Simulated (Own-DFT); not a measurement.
# Response to strain: wurtzite AlN, 72 atoms (Al36N36)

All numbers below are calculated, not measured. The program, named Own-DFT, is a retired in-house plane-wave density functional code that no person has reviewed. Each row is one single-point run on a periodic cell that was not relaxed, without spin or spin-orbit coupling.

Settings of every run: PBE; PseudoDojo norm-conserving scalar-relativistic files; cutoff 42 hartree; 3 x 3 x 2 k mesh centred on Gamma; Fermi-Dirac smearing of 0.1 eV.

Known limits: forces on such cells moved up to 12 meV/angstrom on a denser k mesh; stress not checked against mesh or cutoff.

Unstrained cell vectors in Å: (9.336, 0.000, 0.000); (-4.668, 8.085, 0.000); (0.000, 0.000, 9.964). The unstrained cell has measured lattice constants (interpolated for alloys), not those of this functional. That, the random moves and any unrelaxed bonds set the pressure at no strain. Each run strains this cell uniformly, with the atoms carried along. Every atom was also moved at random, by a Gaussian of width 0.05 Å on each axis. Strain is the symmetric tensor, in per cent. Stress is positive in tension, and the pressure is minus a third of its trace.

| run | e_xx (%) | e_yy (%) | e_zz (%) | e_yz (%) | e_xz (%) | e_xy (%) | s_xx (GPa) | s_yy (GPa) | s_zz (GPa) | s_yz (GPa) | s_xz (GPa) | s_xy (GPa) | P (GPa) | E (meV/atom) |
|---|---|---|---|---|---|---|---|---|---|---|---|---|---|---|
| 1 | -0.36 | -0.07 | -1.07 | -0.10 | -0.28 | -0.36 | -8.61 | -7.19 | -10.76 | 0.08 | -0.27 | -1.02 | 8.85 | 25.1 |
| 2 | 0.99 | -0.97 | -1.42 | 0.30 | 1.32 | -0.94 | -3.94 | -7.24 | -14.12 | -0.01 | 3.89 | -2.84 | 8.43 | 3.9 |
| 3 | 0.43 | -0.11 | -1.64 | 1.04 | 0.22 | -1.67 | -4.81 | -7.35 | -12.34 | 2.79 | 1.05 | -4.67 | 8.17 | 15.6 |
| 4 | -1.82 | 0.87 | -0.26 | 0.93 | 1.28 | -1.32 | -14.45 | -4.64 | -7.71 | 2.89 | 2.59 | -1.99 | 8.93 | 31.3 |
| 5 | 0.26 | -0.71 | 0.16 | 1.78 | -1.71 | -0.53 | -4.09 | -8.18 | -5.97 | 3.29 | -4.31 | -0.64 | 6.08 | 8.6 |
| 6 | -0.27 | -1.50 | -1.63 | 0.09 | -1.07 | -0.09 | -11.11 | -12.87 | -17.04 | 0.08 | -2.97 | 0.00 | 13.67 | 32.7 |
| 7 | 0.68 | -0.40 | 1.55 | -0.96 | 1.23 | -0.42 | -1.72 | -7.41 | 1.71 | -1.91 | 2.50 | -2.56 | 2.47 | 12.4 |
| 8 | 0.26 | -1.44 | -1.93 | 0.73 | 1.27 | -1.17 | -5.97 | -16.70 | -15.33 | 2.38 | 4.15 | -4.95 | 12.67 | 20.4 |
| 9 | 1.94 | -1.69 | -0.93 | -1.77 | 1.74 | 0.74 | 0.45 | -12.74 | -9.05 | -3.85 | 4.69 | 3.50 | 7.11 | 17.3 |
| 10 | 0.14 | -0.66 | -0.71 | 0.35 | -0.24 | -1.70 | -6.93 | -10.09 | -9.69 | 0.42 | -0.58 | -8.45 | 8.90 | 27.2 |
| 11 | -0.99 | -1.76 | -0.33 | -0.83 | 0.70 | 0.55 | -14.91 | -16.92 | -8.02 | -0.52 | 1.70 | 1.60 | 13.28 | 38.6 |
| 12 | -1.54 | 1.55 | -1.47 | -1.12 | -0.65 | -1.92 | -15.24 | -1.35 | -13.67 | -3.14 | -2.12 | -8.91 | 10.09 | 48.9 |
| 13 | 0.18 | 0.60 | 0.96 | 1.15 | 1.15 | 1.59 | -2.81 | -4.16 | 0.43 | 2.17 | 2.88 | 6.59 | 2.18 | 0.0 |
| 14 | 0.50 | -0.47 | 1.41 | 1.34 | -1.86 | -1.92 | -0.72 | -7.42 | -0.25 | 2.81 | -4.28 | -5.92 | 2.80 | 12.4 |
| 15 | 1.82 | -1.38 | 0.51 | 1.64 | 1.86 | 0.63 | -0.36 | -10.96 | -0.95 | 4.09 | 4.80 | 1.87 | 4.09 | 22.1 |
| 16 | -0.32 | -0.33 | -1.60 | 1.43 | -1.07 | 1.24 | -9.04 | -7.92 | -15.03 | 2.90 | -3.59 | 4.68 | 10.67 | 20.1 |
| 17 | -0.27 | -0.10 | -1.11 | -1.16 | 1.89 | -0.98 | -6.12 | -8.45 | -11.97 | -3.08 | 5.03 | -1.61 | 8.85 | 16.0 |
| 18 | 1.82 | -1.77 | -0.12 | 0.70 | 0.77 | 1.38 | ? | ? | ? | ? | ? | ? | ? | ? |

E is the free energy for each atom above the lowest run shown.

## Worked fit

Each stress component was fitted by least squares to a constant and the strains of the runs shown, as fractions, with shears doubled. Shear strains stay in the fit of a normal stress only where such slopes are resolved. The slopes, in GPa:

| stress | at no strain | per e_xx | per e_yy | per e_zz | scatter |
|---|---|---|---|---|---|
| s_xx | -5.8 | 512 ± 49 | 131 ± 52 | 90 ± 36 | 1.50 |
| s_yy | -6.5 | 137 ± 47 | 487 ± 50 | 19 ± 34 | 1.44 |
| s_zz | -5.8 | 97 ± 39 | 67 ± 42 | 497 ± 29 | 1.21 |

Each shear stress against twice its own strain: yz 117 ± 7, xz 131 ± 5, xy 184 ± 19 GPa. These are stiffnesses along x, y and z of the frame in which the cell vectors are given, which need not be the crystal's axes. The atoms are held to the strained lattice; where symmetry lets them move under strain, relaxing them would lower some slopes. The table should be nearly symmetric about its diagonal, and what it lacks of that shows the noise. A ninth of its sum, 226 ± 7 GPa, estimates the bulk modulus near the mean pressure of these runs, 8.1 GPa, so it lies above the value at zero pressure.

## Withheld run

Question: what normal stresses and pressure should run 18 give?

The fit gives s_xx = 1.1, s_yy = -12.6, s_zz = -5.8 and P = 5.8 GPa. The calculation gave 0.73, -12.25, -6.17 and P = 5.89 GPa.
